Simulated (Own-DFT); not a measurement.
# Strain and stress in diamond-structure SiGeSn with randomly placed atoms, 64 atoms (Ge48Si8Sn8)

All numbers below are calculated, not measured. They come from Own-DFT, an in-house plane-wave density functional program, since retired, whose code no person has reviewed. Each row is one single-point run on a periodic cell that was not relaxed, without spin or spin-orbit coupling.

Settings of every run: PBE; PseudoDojo norm-conserving scalar-relativistic files; cutoff 49 hartree; 3 x 3 x 3 k mesh centred on Gamma; Fermi-Dirac smearing of 0.1 eV.

Known limits: forces on such cells moved up to 12 meV/angstrom on a denser k mesh; stress not checked against mesh or cutoff.

Unstrained cell vectors in Å: (11.467, 0.000, 0.000); (0.000, 11.467, 0.000); (0.000, 0.000, 11.467). The unstrained cell has measured lattice constants (interpolated for alloys), not those of this functional. That, the random moves and any unrelaxed bonds set the pressure at no strain. Each run strains this cell uniformly, with the atoms carried along. Every atom was also moved at random, by a Gaussian of width 0.05 Å on each axis. The random placing of the alloy's atoms differs from row to row. Strain is the symmetric tensor, in per cent. Stress is positive in tension, and the pressure is minus a third of its trace.

```
run,e_xx (%),e_yy (%),e_zz (%),s_xx (GPa),s_yy (GPa),s_zz (GPa),P (GPa),E (meV/atom)
1,-1.50,-1.50,0.00,-7.98,-7.75,-7.18,7.64,66.1
2,1.25,1.25,0.00,-2.83,-2.73,-3.43,2.99,0.1
3,-2.25,-2.25,0.00,-9.16,-9.41,-7.83,8.80,67.7
4,2.00,2.00,0.00,-1.79,-1.87,-2.90,2.19,10.8
5,2.50,2.50,0.00,-1.03,-1.04,-2.50,1.52,0.0
6,-2.00,-2.00,0.00,-9.08,-8.98,-7.79,8.61,81.1
7,-2.75,-2.75,0.00,-10.35,-10.42,-8.56,9.78,78.6
8,-0.75,-0.75,0.00,-6.53,-6.32,-5.94,6.26,42.2
9,2.25,2.25,0.00,?,?,?,?,?
```

E is the free energy for each atom above the lowest run shown.

## Worked fit

The change of volume is close to e_xx + e_yy + e_zz. A straight line through the runs shown gives P = 5.31 - 80 x (fractional change of volume) GPa, with an error of 2 on the slope and a scatter of 0.21 GPa. The strain isn't the same on all axes, but the crystal is cubic, so the slope still estimates the bulk modulus, averaged over pressures from 1.5 to 9.8 GPa.

## Withheld run

Question: what pressure should run 9 give? Its volume changes by 4.55 %.

The line gives 1.7 GPa. The calculation gave 1.80 GPa.
